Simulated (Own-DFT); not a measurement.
# A layer strained by its substrate: wurtzite AlGaN with randomly placed atoms, 128 atoms (Al48Ga16N64)

Everything here is calculated. The program is Own-DFT (plane waves, in-house, since retired, never reviewed by a person); positions were held fixed, and spin and spin-orbit coupling were off.

All runs used: PBE; PseudoDojo norm-conserving scalar-relativistic files (stringent for Ga); cutoff 96 hartree; 3 x 3 x 3 k mesh centred on Gamma; Gaussian smearing of 0.01 eV.

Known weak points: k mesh not checked against a denser one; stress not checked against mesh or cutoff.

Unstrained cell vectors in Å: (12.525, 0.000, 0.000); (-6.263, 10.847, 0.000); (0.000, 0.000, 10.066). The unstrained cell has measured lattice constants (interpolated for alloys), not those of this functional. That, the random moves and any unrelaxed bonds set the pressure at no strain. Each run strains x and y alike by e, as a substrate would, and holds the height along z. All atoms carry random offsets, Gaussian with a width of 0.05 Å per axis. The random placing of the alloy's atoms differs from row to row. Stress is positive in tension.

| e (%) | u (Å) | (s_xx + s_yy)/2 (GPa) | s_zz (GPa) |
|---|---|---|---|
| -2.75 | 0.050 | -23.38 | -13.21 |
| -2.50 | 0.046 | -23.30 | -9.06 |
| -2.00 | 0.048 | -19.38 | -8.67 |
| -1.25 | 0.048 | -14.44 | -6.75 |
| -1.00 | 0.048 | -12.89 | -6.55 |
| 0.25 | 0.049 | -4.47 | -6.56 |
| 1.25 | 0.051 | ? | ? |
| 1.75 | 0.051 | 3.01 | -3.92 |
| 2.50 | 0.051 | 6.30 | -3.02 |
| 2.75 | 0.047 | 7.61 | -2.78 |

## Fit

With e as a fraction, the in-plane stress is -6.6 + 582 e - 2372 e² GPa (errors 10 and 732, scatter 0.60), and s_zz is -6.4 + 143 e GPa (slope ± 23, scatter 1.39). At e = 0 the first slope is C11 + C12 and the second 2 C13, both with the ions held to the strained lattice and at the cell's own pressure. The term in e² is negative: the layer stiffens under compression and softens under tension. A free layer would change its height as e changes, and the in-plane slope would drop by 2 C13²/C33 to the biaxial modulus. At fixed height, a misfit of 1 % moves the in-plane stress by about 5.8 GPa and s_zz by 1.4 GPa.

## Check

Question: what are the two stresses at e = 1.25 %?

Estimate: 0.3 and -4.6 GPa. The calculation gave -0.52 and -3.32 GPa.
